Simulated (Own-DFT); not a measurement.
# Strain and stress in 4H SiC, 72 atoms (C36Si36)

These are calculations, not measurements. They come from Own-DFT, an in-house plane-wave density functional program, since retired, whose code no person has reviewed. Each row is one single-point run on a periodic cell that was not relaxed, without spin or spin-orbit coupling.

Settings of every run: PBE; PseudoDojo norm-conserving scalar-relativistic files; cutoff 42 hartree; 4 x 4 x 3 k mesh centred on Gamma; Fermi-Dirac smearing of 0.1 eV.

Known limits: forces on such cells passed a denser k mesh, each cell not checked; stress not checked against mesh or cutoff.

Unstrained cell vectors in Å: (9.248, 0.000, 0.000); (-4.624, 8.009, 0.000); (0.000, 0.000, 10.068). The unstrained cell has measured lattice constants (interpolated for alloys), not those of this functional. That, the random moves and any unrelaxed bonds set the pressure at no strain. Each run strains this cell uniformly, with the atoms carried along. Every atom was also moved at random, by a Gaussian of width 0.05 Å on each axis. Strain is the symmetric tensor, in per cent. Stress is positive in tension, and the pressure is minus a third of its trace.

| run | e_xx (%) | e_yy (%) | e_zz (%) | e_yz (%) | e_xz (%) | e_xy (%) | s_xx (GPa) | s_yy (GPa) | s_zz (GPa) | s_yz (GPa) | s_xz (GPa) | s_xy (GPa) | P (GPa) | E (meV/atom) |
|---|---|---|---|---|---|---|---|---|---|---|---|---|---|---|
| 1 | -0.70 | -1.27 | 0.02 | 1.90 | -1.35 | 1.09 | -12.49 | -12.42 | -5.92 | 7.23 | -5.94 | 5.03 | 10.28 | 42.8 |
| 2 | -1.27 | 0.09 | -1.72 | 0.54 | 1.05 | -0.77 | -12.99 | -5.65 | -17.61 | 2.93 | 4.83 | -3.96 | 12.09 | 29.4 |
| 3 | 1.49 | -0.64 | 0.51 | 0.62 | 1.80 | -0.75 | 4.58 | -9.17 | -3.48 | 3.03 | 5.69 | -3.81 | 2.69 | 27.0 |
| 4 | -0.58 | 0.65 | -0.38 | 1.40 | 1.95 | -0.04 | -8.85 | -1.63 | -8.93 | 4.68 | 7.80 | -0.15 | 6.47 | 33.6 |
| 5 | 0.77 | 0.72 | -1.70 | 1.45 | 0.54 | -0.04 | -1.27 | -0.89 | -16.63 | 4.92 | 2.36 | -0.47 | 6.26 | 38.0 |
| 6 | -0.41 | 0.20 | 1.42 | 0.40 | -2.00 | -0.07 | -3.81 | -4.02 | 1.93 | 0.74 | -5.90 | -0.45 | 1.97 | 0.0 |
| 7 | 1.54 | 0.79 | -1.12 | 0.69 | -0.14 | 1.19 | 4.28 | 0.03 | -13.84 | 1.91 | -0.11 | 3.49 | 3.18 | 46.8 |
| 8 | -1.02 | 1.34 | -1.99 | 0.34 | -1.87 | 1.67 | -10.80 | 0.24 | -19.41 | 1.44 | -6.67 | 8.88 | 9.99 | 52.8 |
| 9 | -0.98 | -0.55 | 0.62 | -1.11 | -1.58 | -1.32 | -11.21 | -8.18 | -3.97 | -3.27 | -6.53 | -6.34 | 7.78 | 28.3 |
| 10 | -0.87 | -0.01 | 1.86 | -1.14 | 0.10 | 0.61 | -6.70 | -6.78 | 3.61 | -3.75 | -0.10 | 3.06 | 3.29 | 27.8 |
| 11 | -1.37 | 1.26 | 1.41 | -0.82 | 0.82 | 1.46 | -11.41 | 1.24 | 2.11 | -2.82 | 2.53 | 6.85 | 2.68 | 28.2 |
| 12 | 1.51 | -0.23 | -0.23 | 0.09 | 0.45 | -1.90 | 4.44 | -5.96 | -9.11 | 0.84 | 1.27 | -8.23 | 3.54 | 37.8 |
| 13 | -0.62 | -1.67 | 0.89 | -1.52 | -1.74 | -0.21 | -10.82 | -13.34 | -1.82 | -5.02 | -7.01 | -1.16 | 8.66 | 32.1 |
| 14 | 2.00 | -2.00 | -0.46 | 0.99 | -0.77 | 1.82 | 3.59 | -11.75 | -10.80 | 3.15 | -3.19 | 7.98 | 6.32 | 32.2 |
| 15 | 1.65 | 1.57 | -0.76 | -0.95 | 0.41 | 1.23 | 3.79 | 5.62 | -10.96 | -3.48 | 1.71 | 5.26 | 0.52 | 31.8 |
| 16 | -0.66 | -0.51 | 1.82 | -0.42 | -0.78 | 1.73 | -8.18 | -7.98 | 3.85 | -0.55 | -1.66 | 7.62 | 4.10 | 25.9 |
| 17 | 0.67 | 0.52 | -0.29 | 1.56 | -0.75 | -0.57 | ? | ? | ? | ? | ? | ? | ? | ? |

E is the free energy for each atom above the lowest run shown.

## Worked fit

Each stress component was fitted by least squares to a constant and the strains of the runs shown, as fractions, with shears doubled. Shear strains stay in the fit of a normal stress only where such slopes are resolved. The slopes, in GPa:

| stress | at no strain | per e_xx | per e_yy | per e_zz | scatter |
|---|---|---|---|---|---|
| s_xx | -5.0 | 593 ± 30 | 125 ± 35 | 104 ± 31 | 1.34 |
| s_yy | -5.0 | 81 ± 25 | 505 ± 28 | 0 ± 25 | 1.08 |
| s_zz | -7.0 | 0 ± 14 | 22 ± 16 | 609 ± 14 | 0.61 |

Each shear stress against twice its own strain: yz 167 ± 8, xz 178 ± 10, xy 226 ± 9 GPa. These are stiffnesses along x, y and z of the frame in which the cell vectors are given, which need not be the crystal's axes. The atoms are held to the strained lattice; where symmetry lets them move under strain, relaxing them would lower some slopes. The table should be nearly symmetric about its diagonal, and what it lacks of that shows the noise. A ninth of its sum, 227 ± 6 GPa, estimates the bulk modulus near the mean pressure of these runs, 5.6 GPa, so it lies above the value at zero pressure.

## Withheld run

Question: what normal stresses and pressure should run 17 give?

The fit gives s_xx = -0.7, s_yy = -1.8, s_zz = -8.7 and P = 3.7 GPa. The calculation gave -0.17, -1.82, -8.41 and P = 3.47 GPa.
